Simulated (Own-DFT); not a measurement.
Simulation results for AlGa$_{3}$N$_{4}$ (wurtzite random alloy, strained, atoms displaced)

All values are calculated (Own-DFT development build). A calculation, not a measurement: plane-wave PBE density functional theory by an unreviewed code, no spin, of a simulated periodic cell, stress positive in tension, free energy of the whole cell less one offset for each atom, forces on such cells passed a denser k mesh, this cell's mesh not checked; offsets are fitted by least squares, one for each functional and potential file, so energies compare only between cells with the same atoms and settings and are not formation energies; the far tail of each file's local potential was reset to the Coulomb form; each entry is a single point on an unrelaxed cell, so the pressure reflects the starting lattice, mostly measured values, from which strain is counted, and rises with the displacements; printed positions are rounded, which can move forces by about a meV/angstrom; the program is a retired in-house code; no spin-orbit coupling.

Common to all runs: functional PBE; potential files PseudoDojo norm-conserving, scalar-relativistic, standard set with the stringent files for Ga; wave cutoff 96 hartree; occupations Gaussian; smearing width 0.01 eV; k mesh 4 x 4 x 3 centred on Gamma.

(1) 
```cif
# cell vector a (Å): 9.2240 0.0000 0.0000
# cell vector b (Å): -4.6120 7.9882 0.0000
# cell vector c (Å): 0.0000 0.0000 10.2685
data_AlGa3N4
_symmetry_space_group_name_H-M 'P 1'
_symmetry_Int_Tables_number 1
_cell_length_a 9.2240
_cell_length_b 9.2240
_cell_length_c 10.2685
_cell_angle_alpha 90.000
_cell_angle_beta 90.000
_cell_angle_gamma 120.000
_cell_volume 756.62
loop_
_atom_site_label
_atom_site_type_symbol
_atom_site_fract_x
_atom_site_fract_y
_atom_site_fract_z
_atom_site_occupancy
Al1 Al 0.10382 0.21022 0.99832 1
Ga1 Ga 0.22740 0.11024 0.24981 1
N1 N 0.12447 0.22205 0.19233 1
N2 N 0.22362 0.11781 0.43930 1
Ga2 Ga 0.11118 0.21648 0.49516 1
Ga3 Ga 0.21793 0.10886 0.75321 1
N3 N 0.12424 0.22222 0.68649 1
N4 N 0.22706 0.10927 0.93925 1
Ga4 Ga 0.11524 0.55852 0.00260 1
Ga5 Ga 0.23043 0.44770 0.24440 1
N5 N 0.10076 0.55135 0.19423 1
N6 N 0.23061 0.45229 0.44336 1
Ga6 Ga 0.12198 0.55755 0.50143 1
Ga7 Ga 0.22608 0.44736 0.75115 1
N7 N 0.11235 0.55741 0.68401 1
N8 N 0.22792 0.44849 0.93777 1
Ga8 Ga 0.11429 0.89273 0.00255 1
Ga9 Ga 0.22425 0.77891 0.24500 1
N9 N 0.11432 0.89184 0.19323 1
N10 N 0.22155 0.78249 0.43522 1
Ga10 Ga 0.10882 0.88805 0.50592 1
Al2 Al 0.21437 0.77781 0.74808 1
N11 N 0.11365 0.89151 0.68468 1
N12 N 0.22867 0.77944 0.94098 1
Ga11 Ga 0.45325 0.22358 0.01237 1
Ga12 Ga 0.55686 0.10987 0.24908 1
N13 N 0.44770 0.22066 0.18932 1
N14 N 0.55121 0.10189 0.44050 1
Ga13 Ga 0.45153 0.22556 0.49548 1
Ga14 Ga 0.56060 0.10721 0.74369 1
N15 N 0.45069 0.22144 0.68920 1
N16 N 0.55851 0.11391 0.93696 1
Ga15 Ga 0.44708 0.54770 0.99576 1
Al3 Al 0.55879 0.44771 0.24817 1
N17 N 0.44672 0.55398 0.18140 1
N18 N 0.55451 0.43786 0.45250 1
Al4 Al 0.44232 0.55587 0.49966 1
Ga16 Ga 0.54725 0.44128 0.74690 1
N19 N 0.44901 0.55462 0.68609 1
N20 N 0.55746 0.44713 0.94644 1
Ga17 Ga 0.46225 0.89497 0.99653 1
Ga18 Ga 0.56167 0.77912 0.24206 1
N21 N 0.44102 0.89607 0.19016 1
N22 N 0.55044 0.77556 0.43828 1
Ga19 Ga 0.44591 0.89223 0.50352 1
Ga20 Ga 0.55278 0.76950 0.75393 1
N23 N 0.43494 0.88528 0.68492 1
N24 N 0.54824 0.77675 0.93428 1
Ga21 Ga 0.77843 0.21517 0.00267 1
Ga22 Ga 0.88347 0.10795 0.24975 1
N25 N 0.77512 0.21050 0.18805 1
N26 N 0.88556 0.10737 0.44247 1
Ga23 Ga 0.76979 0.22804 0.51208 1
Ga24 Ga 0.88223 0.09410 0.75372 1
N27 N 0.78151 0.23138 0.68716 1
N28 N 0.88548 0.10556 0.94579 1
Al5 Al 0.77562 0.56188 0.00615 1
Al6 Al 0.89129 0.43999 0.25195 1
N29 N 0.77930 0.55264 0.18686 1
N30 N 0.89608 0.44419 0.43973 1
Ga25 Ga 0.78314 0.56299 0.50155 1
Ga26 Ga 0.88145 0.45028 0.75701 1
N31 N 0.77445 0.56332 0.69458 1
N32 N 0.88940 0.44892 0.93907 1
Al7 Al 0.76937 0.88444 0.99936 1
Ga27 Ga 0.88447 0.77793 0.24401 1
N33 N 0.77305 0.87211 0.18822 1
N34 N 0.88523 0.77613 0.43976 1
Al8 Al 0.77875 0.88642 0.49765 1
Al9 Al 0.88177 0.77085 0.75108 1
N35 N 0.78182 0.89515 0.68674 1
N36 N 0.88878 0.78121 0.94134 1
_calc_free_energy_of_cell_above_offsets '-5.190'  # eV
_calc_pressure 21.3  # GPa
_calc_stress_xx -25.35  # GPa
_calc_stress_yy -26.2  # GPa
_calc_stress_zz -12.34  # GPa
_calc_stress_yz -0.35  # GPa
_calc_stress_xz 0.15  # GPa
_calc_stress_xy 1.73  # GPa
```

Force:
| element | x (eV/Å) | y (eV/Å) | z (eV/Å) |
| --- | --- | --- | --- |
| Al | 1.378 | 1.784 | 0.739 |
| Ga | 0.198 | -0.219 | 1.625 |
| N | -2.81 | -0.122 | -2.221 |
| N | 1.883 | -1.619 | -0.92 |
| Ga | -1.46 | 1.681 | 1.157 |
| Ga | 2.406 | 0.079 | 0.2 |
| N | -2.97 | 0.471 | 0.011 |
| N | -0.937 | 1.341 | 0.431 |
| Ga | -0.36 | -0.284 | 0.152 |
| Ga | -1.277 | -0.211 | 1.579 |
| N | 1.613 | 0.017 | -1.134 |
| N | 0.837 | -1.581 | -1.698 |
| Ga | -1.57 | 0.762 | -0.252 |
| Ga | -0.835 | -0.496 | -0.279 |
| N | -0.581 | 0.465 | 1.589 |
| N | -0.763 | -2.322 | 0.377 |
| Ga | 0.604 | -0.904 | 0.409 |
| Ga | -0.655 | -0.75 | 1.666 |
| N | -0.885 | -0.746 | -1.258 |
| N | 0.313 | -0.307 | -0.056 |
| Ga | 0.338 | 0.624 | -1.75 |
| Al | 1.126 | -0.32 | 0.789 |
| N | -1.279 | -1.672 | 2.046 |
| N | -0.423 | 0.519 | -1.387 |
| Ga | -0.747 | -0.205 | -2.393 |
| Ga | -0.028 | 0.359 | 1.809 |
| N | 0.107 | 1.849 | 1.495 |
| N | 0.292 | 2.159 | -1.288 |
| Ga | -0.924 | -2.594 | 1.815 |
| Ga | -1.096 | 0.157 | 1.328 |
| N | -0.788 | -0.505 | -0.361 |
| N | 0.423 | 0.195 | -0.55 |
| Ga | -1.986 | 1.281 | 0.861 |
| Al | 0.161 | -0.571 | 1.073 |
| N | 1.045 | 0.209 | 0.713 |
| N | -0.821 | 3.531 | -3.361 |
| Al | 1.218 | 0.301 | 0.394 |
| Ga | 1.544 | -0.897 | 1.38 |
| N | -1.356 | 0.541 | -1.113 |
| N | 2.375 | -0.826 | -1.678 |
| Ga | -3.795 | 0.324 | 1.444 |
| Ga | -2.864 | -0.722 | 2.195 |
| N | 2.325 | -1.476 | -1.696 |
| N | 1.772 | -0.273 | -0.249 |
| Ga | -0.44 | -1.968 | -0.466 |
| Ga | -0.767 | 1.296 | -1.631 |
| N | 0.722 | -0.798 | 1.462 |
| N | 3.467 | -0.836 | 0.54 |
| Ga | -1.103 | 2.07 | -0.3 |
| Ga | 2.44 | -0.515 | 1.422 |
| N | -0.544 | 2.481 | -0.166 |
| N | -0.671 | -0.279 | -0.583 |
| Ga | 1.648 | -0.517 | -2.462 |
| Ga | 0.325 | 4.939 | 0.277 |
| N | 1.293 | -0.891 | 2.128 |
| N | 1.118 | -0.914 | -0.809 |
| Al | 1.321 | -0.629 | -0.84 |
| Al | -1.32 | -0.57 | 0.79 |
| N | -0.015 | -1.089 | 0.415 |
| N | -1.132 | 0.201 | -1.138 |
| Ga | 0.556 | -1.576 | 0.535 |
| Ga | 1.552 | -0.036 | -0.579 |
| N | 0.254 | -0.622 | -1.044 |
| N | -0.719 | -0.187 | 1.336 |
| Al | 0.867 | -0.427 | 0.281 |
| Ga | 3.341 | -1.128 | 2.229 |
| N | -1.323 | 3.498 | -2.883 |
| N | -0.341 | 1.262 | -0.945 |
| Al | -1.232 | 0.206 | 0.309 |
| Al | 0.595 | 2.464 | 0.635 |
| N | 0.313 | -3.978 | -1.29 |
| N | -0.951 | -0.482 | -0.854 |

(2) 
```cif
# cell vector a (Å): 9.2240 0.0000 0.0000
# cell vector b (Å): -4.6120 7.9882 0.0000
# cell vector c (Å): 0.0000 0.0000 10.2685
data_AlGa3N4
_symmetry_space_group_name_H-M 'P 1'
_symmetry_Int_Tables_number 1
_cell_length_a 9.2240
_cell_length_b 9.2240
_cell_length_c 10.2685
_cell_angle_alpha 90.000
_cell_angle_beta 90.000
_cell_angle_gamma 120.000
_cell_volume 756.62
loop_
_atom_site_label
_atom_site_type_symbol
_atom_site_fract_x
_atom_site_fract_y
_atom_site_fract_z
_atom_site_occupancy
Ga1 Ga 0.10627 0.20926 0.00823 1
Ga2 Ga 0.22853 0.11667 0.25379 1
N1 N 0.10933 0.21990 0.19024 1
N2 N 0.22013 0.09653 0.44278 1
Ga3 Ga 0.11353 0.22136 0.50189 1
Al1 Al 0.22039 0.11193 0.74085 1
N3 N 0.11313 0.23124 0.68903 1
N4 N 0.22143 0.10792 0.95091 1
Ga4 Ga 0.10563 0.56213 0.00418 1
Ga5 Ga 0.21501 0.44093 0.24975 1
N5 N 0.10505 0.55327 0.18429 1
N6 N 0.21883 0.44548 0.43652 1
Ga6 Ga 0.11762 0.56183 0.49235 1
Al2 Al 0.22890 0.44474 0.76115 1
N7 N 0.10376 0.55155 0.68620 1
N8 N 0.21663 0.44178 0.94433 1
Ga7 Ga 0.11682 0.89055 0.99742 1
Ga8 Ga 0.22683 0.77676 0.25528 1
N9 N 0.11875 0.88676 0.19011 1
N10 N 0.22024 0.76886 0.42517 1
Ga9 Ga 0.12188 0.88652 0.50265 1
Al3 Al 0.22194 0.77367 0.74671 1
N11 N 0.11421 0.89232 0.69355 1
N12 N 0.23067 0.79312 0.94487 1
Al4 Al 0.44153 0.21863 0.99678 1
Ga10 Ga 0.55569 0.11930 0.24543 1
N13 N 0.43770 0.21518 0.19210 1
N14 N 0.55056 0.12048 0.42883 1
Ga11 Ga 0.44537 0.22439 0.49278 1
Ga12 Ga 0.55782 0.11305 0.74565 1
N15 N 0.43771 0.21368 0.69511 1
N16 N 0.55954 0.10976 0.94357 1
Ga13 Ga 0.44602 0.55260 0.99733 1
Al5 Al 0.54937 0.44168 0.25053 1
N17 N 0.44845 0.55051 0.19889 1
N18 N 0.55052 0.43811 0.43060 1
Ga14 Ga 0.44352 0.54268 0.48943 1
Ga15 Ga 0.55896 0.45068 0.75327 1
N19 N 0.43521 0.54936 0.68190 1
N20 N 0.55957 0.44464 0.93587 1
Al6 Al 0.44266 0.89083 0.99324 1
Ga16 Ga 0.56292 0.78434 0.25197 1
N21 N 0.44674 0.89369 0.18740 1
N22 N 0.54992 0.77954 0.44208 1
Al7 Al 0.44700 0.89548 0.49850 1
Ga17 Ga 0.56350 0.77350 0.75242 1
N23 N 0.45017 0.88897 0.69311 1
N24 N 0.55773 0.78302 0.94036 1
Ga18 Ga 0.77975 0.22279 0.99663 1
Al8 Al 0.90233 0.11039 0.25008 1
N25 N 0.77824 0.22918 0.18704 1
N26 N 0.89165 0.11416 0.43932 1
Ga19 Ga 0.77610 0.21927 0.50240 1
Ga20 Ga 0.88506 0.10828 0.75572 1
N27 N 0.77731 0.22509 0.68957 1
N28 N 0.87992 0.10124 0.93967 1
Ga21 Ga 0.77043 0.55325 0.00192 1
Ga22 Ga 0.89392 0.44320 0.25704 1
N29 N 0.76389 0.54581 0.18859 1
N30 N 0.88028 0.43395 0.43579 1
Ga23 Ga 0.77582 0.55769 0.49330 1
Ga24 Ga 0.89596 0.45389 0.76331 1
N31 N 0.77027 0.55375 0.68470 1
N32 N 0.89925 0.45527 0.93600 1
Ga25 Ga 0.77112 0.87768 0.00514 1
Al9 Al 0.88812 0.77392 0.25124 1
N33 N 0.77436 0.88855 0.17938 1
N34 N 0.88967 0.78157 0.43227 1
Ga26 Ga 0.77969 0.89292 0.50587 1
Ga27 Ga 0.88696 0.77178 0.75486 1
N35 N 0.77028 0.89334 0.68852 1
N36 N 0.89558 0.78615 0.93581 1
_calc_free_energy_of_cell_above_offsets '-4.664'  # eV
_calc_pressure 21.28  # GPa
_calc_stress_xx -25.96  # GPa
_calc_stress_yy -23.27  # GPa
_calc_stress_zz -14.6  # GPa
_calc_stress_yz 0.42  # GPa
_calc_stress_xz 1.57  # GPa
_calc_stress_xy -0.99  # GPa
```

Force:
| element | x (eV/Å) | y (eV/Å) | z (eV/Å) |
| --- | --- | --- | --- |
| Ga | -1.164 | 1.066 | -1.104 |
| Ga | -1.035 | -2.247 | 0.272 |
| N | 0.471 | -0.03 | 0.386 |
| N | -1.066 | 2.651 | -0.838 |
| Ga | -0.113 | 0.108 | 0.393 |
| Al | -0.628 | 0.359 | 1.851 |
| N | 0.795 | -0.887 | 0.736 |
| N | 0.693 | 1.735 | -3.094 |
| Ga | 2.267 | 0.937 | -0.066 |
| Ga | 0.711 | 1.002 | -0.229 |
| N | 0.953 | 0.584 | 0.887 |
| N | 0.874 | -1.16 | -0.584 |
| Ga | -1.362 | -2.233 | 2.296 |
| Al | -1.671 | 0.075 | -1.114 |
| N | 2.167 | 1.349 | 0.253 |
| N | 0.34 | -0.059 | -0.774 |
| Ga | -1.402 | -0.26 | 2.197 |
| Ga | 0.178 | 0.27 | -3.742 |
| N | -2.537 | -0.191 | 0.007 |
| N | 0.868 | 2.386 | 4.159 |
| Ga | -1.433 | -1.879 | 0.461 |
| Al | 0.406 | 0.549 | 0.932 |
| N | 0.503 | -0.845 | -0.563 |
| N | 1.212 | -2.705 | -3.037 |
| Al | 0.772 | 0.08 | 0.893 |
| Ga | 1.673 | -1.173 | -0.043 |
| N | -0.139 | 3.178 | -2.51 |
| N | 2.271 | -2.53 | 1.543 |
| Ga | -0.639 | -0.398 | 2.506 |
| Ga | -0.038 | -0.404 | 1.607 |
| N | -0.508 | 1.545 | -1.374 |
| N | -1.813 | 0.483 | -0.964 |
| Ga | -1.021 | 0.472 | 1.653 |
| Al | 1.299 | -1.187 | -0.388 |
| N | -1.681 | 0.753 | -1.699 |
| N | 1.059 | 0.58 | -0.56 |
| Ga | -1.823 | 2.317 | 1.548 |
| Ga | -1.02 | -1.661 | -1.035 |
| N | 0.5 | 0.197 | 0.633 |
| N | -1.005 | -1.615 | 0.337 |
| Al | 1.384 | 0.368 | 1.981 |
| Ga | -1.307 | -0.598 | 0.363 |
| N | 0.576 | -0.641 | -1.321 |
| N | 0.59 | 0.085 | -0.23 |
| Al | -0.057 | -0.21 | 0.267 |
| Ga | -2.395 | -0.889 | 0.162 |
| N | -1.507 | -1.043 | -1.795 |
| N | -1.132 | -1.427 | -0.526 |
| Ga | 0.19 | 0.571 | 1.334 |
| Al | -3.482 | -0.716 | 0.396 |
| N | 2.193 | -1.427 | -0.174 |
| N | 0.242 | -0.51 | -1.573 |
| Ga | -0.503 | -0.17 | 0.278 |
| Ga | 0.269 | 1.177 | -0.231 |
| N | 0.585 | 0.683 | 0.037 |
| N | 1.032 | 0.715 | 0.128 |
| Ga | 1.717 | 1.106 | 0.848 |
| Ga | -1.675 | -0.033 | -1.207 |
| N | 0.785 | 1.497 | 0.538 |
| N | 0.475 | 1.957 | 1.036 |
| Ga | 0.536 | -0.342 | 0.757 |
| Ga | -0.98 | -1.179 | -3.524 |
| N | 1.292 | 0.398 | -0.443 |
| N | -2.065 | -1.32 | 1.706 |
| Ga | 0.336 | 1.159 | -1.393 |
| Al | 0.265 | 0.25 | -1.242 |
| N | 2.418 | 0.856 | 3.314 |
| N | 0.389 | -0.017 | 0.294 |
| Ga | -0.319 | -0.607 | -0.775 |
| Ga | -0.481 | 1.052 | -1.12 |
| N | 2.955 | -0.32 | -0.296 |
| N | -0.236 | -1.636 | 0.578 |

(3) 
```cif
# cell vector a (Å): 9.2240 0.0000 0.0000
# cell vector b (Å): -4.6120 7.9882 0.0000
# cell vector c (Å): 0.0000 0.0000 10.2685
data_AlGa3N4
_symmetry_space_group_name_H-M 'P 1'
_symmetry_Int_Tables_number 1
_cell_length_a 9.2240
_cell_length_b 9.2240
_cell_length_c 10.2685
_cell_angle_alpha 90.000
_cell_angle_beta 90.000
_cell_angle_gamma 120.000
_cell_volume 756.62
loop_
_atom_site_label
_atom_site_type_symbol
_atom_site_fract_x
_atom_site_fract_y
_atom_site_fract_z
_atom_site_occupancy
Ga1 Ga 0.10794 0.22373 0.00160 1
Al1 Al 0.22529 0.11116 0.24717 1
N1 N 0.11884 0.23361 0.18484 1
N2 N 0.22445 0.11069 0.44105 1
Ga2 Ga 0.10279 0.22568 0.50618 1
Ga3 Ga 0.21787 0.10867 0.74706 1
N3 N 0.11919 0.22496 0.68475 1
N4 N 0.22749 0.11307 0.93873 1
Al2 Al 0.10944 0.55581 0.99810 1
Ga4 Ga 0.22174 0.44230 0.25903 1
N5 N 0.12152 0.56215 0.18359 1
N6 N 0.23396 0.44086 0.43474 1
Ga5 Ga 0.09234 0.55082 0.50331 1
Ga6 Ga 0.22862 0.45518 0.75315 1
N7 N 0.10920 0.54917 0.69148 1
N8 N 0.22290 0.45051 0.93992 1
Ga7 Ga 0.11446 0.89119 0.99534 1
Ga8 Ga 0.21722 0.77837 0.25503 1
N9 N 0.10444 0.89145 0.18809 1
N10 N 0.21804 0.77544 0.43097 1
Ga9 Ga 0.11034 0.88502 0.50329 1
Al3 Al 0.21444 0.76959 0.75312 1
N11 N 0.11006 0.88333 0.68510 1
N12 N 0.21959 0.77671 0.93970 1
Ga10 Ga 0.44663 0.21895 0.99840 1
Ga11 Ga 0.55257 0.10566 0.24589 1
N13 N 0.44802 0.22124 0.19279 1
N14 N 0.55690 0.11546 0.44062 1
Ga12 Ga 0.44982 0.22648 0.49255 1
Ga13 Ga 0.56938 0.12636 0.74893 1
N15 N 0.44465 0.21909 0.69404 1
N16 N 0.55073 0.09995 0.94573 1
Al4 Al 0.44597 0.55792 0.00283 1
Ga14 Ga 0.55309 0.43679 0.25797 1
N17 N 0.43883 0.54765 0.19081 1
N18 N 0.55650 0.44954 0.43910 1
Al5 Al 0.45180 0.56404 0.49844 1
Ga15 Ga 0.54871 0.44441 0.75211 1
N19 N 0.43919 0.55640 0.69516 1
N20 N 0.55551 0.43954 0.93841 1
Ga16 Ga 0.44785 0.89273 0.00333 1
Ga17 Ga 0.55076 0.77529 0.24277 1
N21 N 0.45822 0.89344 0.18589 1
N22 N 0.56750 0.77279 0.45237 1
Al6 Al 0.45440 0.89099 0.49385 1
Al7 Al 0.56740 0.78275 0.75035 1
N23 N 0.44989 0.89953 0.69470 1
N24 N 0.54991 0.76651 0.92732 1
Ga18 Ga 0.77884 0.22994 0.99603 1
Ga19 Ga 0.88553 0.10107 0.24414 1
N25 N 0.77630 0.21886 0.18954 1
N26 N 0.89751 0.11185 0.44425 1
Ga20 Ga 0.78215 0.21975 0.50330 1
Ga21 Ga 0.88542 0.10434 0.75441 1
N27 N 0.77560 0.22135 0.68193 1
N28 N 0.88711 0.11685 0.93589 1
Ga22 Ga 0.77329 0.55939 0.00140 1
Ga23 Ga 0.89275 0.44240 0.24473 1
N29 N 0.76996 0.54969 0.18842 1
N30 N 0.88610 0.44372 0.44067 1
Ga24 Ga 0.77659 0.55200 0.49010 1
Ga25 Ga 0.88595 0.45210 0.75203 1
N31 N 0.77759 0.55869 0.68582 1
N32 N 0.88313 0.44216 0.93623 1
Ga26 Ga 0.76985 0.89074 0.00295 1
Al8 Al 0.89388 0.78013 0.25207 1
N33 N 0.76876 0.89373 0.19135 1
N34 N 0.89264 0.78585 0.43223 1
Al9 Al 0.76851 0.88414 0.49651 1
Ga27 Ga 0.88732 0.77299 0.75342 1
N35 N 0.78919 0.88921 0.68616 1
N36 N 0.88905 0.77872 0.93312 1
_calc_stress_zz ?
```

**Q.** What stress zz does the calculation give for AlGa$_{3}$N$_{4}$ (wurtzite random alloy, strained, atoms displaced) (entry 3)?
**A.** -13.64 GPa

Further results for AlGa$_{3}$N$_{4}$ (wurtzite random alloy, strained, atoms displaced) (entry 3):

* free energy of cell above offsets: -4.700 eV
* pressure: 21.43 GPa
* stress xx: -24.53 GPa
* stress yy: -26.11 GPa
* stress yz: -0.1 GPa
* stress xz: -1.03 GPa
* stress xy: -1.12 GPa

Force:
| element | x (eV/Å) | y (eV/Å) | z (eV/Å) |
| --- | --- | --- | --- |
| Ga | 0.96 | 0.478 | -0.474 |
| Al | -0.851 | 0.478 | 1.125 |
| N | 0.33 | -2.816 | 0.584 |
| N | -0.611 | 0.107 | -1.653 |
| Ga | 3.49 | 0.311 | -0.364 |
| Ga | 1.143 | -0.254 | 0.469 |
| N | -1.784 | 0.491 | 1.701 |
| N | -1.373 | 0.079 | -0.518 |
| Al | 0.007 | 0.07 | 0.413 |
| Ga | -0.557 | 0.697 | -1.221 |
| N | -0.91 | -0.631 | -0.534 |
| N | -1.396 | 1.542 | 2.263 |
| Ga | 3.959 | 1.265 | 0.376 |
| Ga | -0.325 | -2.35 | 0.782 |
| N | -1.299 | 1.651 | -0.758 |
| N | 0.297 | 0.172 | 0.427 |
| Ga | -0.803 | -0.1 | 0.987 |
| Ga | 0.507 | 0.406 | -2.035 |
| N | 0.626 | 0.473 | -0.466 |
| N | 2.047 | 0.099 | 2.348 |
| Ga | -0.255 | 1.188 | -0.481 |
| Al | 1.389 | 1.723 | -0.36 |
| N | 0.667 | -0.603 | 1.229 |
| N | 0.633 | -1.016 | -0.888 |
| Ga | -0.207 | 0.396 | 0.953 |
| Ga | 0.584 | 1.435 | 1.656 |
| N | -1.418 | -0.934 | -0.986 |
| N | 1.519 | -1.813 | -1.165 |
| Ga | -1.346 | -0.512 | 2.231 |
| Ga | -1.592 | -2.347 | 1.281 |
| N | -0.643 | 1.046 | -1.406 |
| N | 0.582 | 2.858 | -1.83 |
| Al | -0.085 | -1.374 | -0.115 |
| Ga | -0.565 | 0.898 | -0.963 |
| N | 0.926 | 1.035 | -1.419 |
| N | -0.72 | 0.19 | 0.433 |
| Al | -0.671 | -2.711 | 1.852 |
| Ga | 0.711 | -0.29 | -0.256 |
| N | 1.786 | 2.191 | -2.594 |
| N | -1.516 | 0.982 | 0.395 |
| Ga | -0.002 | -3.025 | -0.848 |
| Ga | 0.835 | -1.933 | 2.086 |
| N | -2.841 | -1.272 | 0.216 |
| N | -4.374 | 0.698 | -2.793 |
| Al | -1.375 | -0.27 | 1.872 |
| Al | -1.468 | 0.014 | -1.268 |
| N | 0.321 | -2.377 | -1.391 |
| N | 0.134 | 0.772 | 1.733 |
| Ga | -0.309 | -1.466 | 1.538 |
| Ga | 0.661 | 3.748 | 2.039 |
| N | 0.499 | 0.443 | -0.748 |
| N | -2.626 | -2.292 | -2.019 |
| Ga | -0.596 | -0.244 | -1.12 |
| Ga | 0.579 | 1.493 | -1.308 |
| N | 2.136 | 1.386 | 1.427 |
| N | 0.357 | -0.96 | 0.626 |
| Ga | 0.599 | -0.211 | 0.345 |
| Ga | -0.109 | 0.369 | 0.491 |
| N | 0.936 | 1.931 | 0.396 |
| N | -0.257 | -1.484 | -2.07 |
| Ga | -0.691 | 1.933 | 1.73 |
| Ga | 0.601 | -1.331 | -0.35 |
| N | -0.757 | -0.832 | -0.992 |
| N | 0.811 | 2.123 | 0.357 |
| Ga | 0.754 | -0.25 | -0.724 |
| Al | -1.516 | -0.79 | -0.428 |
| N | 2.825 | -3.121 | -1.278 |
| N | -0.892 | -0.813 | -0.049 |
| Al | 4.729 | 2.593 | 1.775 |
| Ga | 0.486 | 0.598 | -0.918 |
| N | -2.091 | -0.523 | -1.042 |
| N | -0.594 | 0.583 | 1.698 |
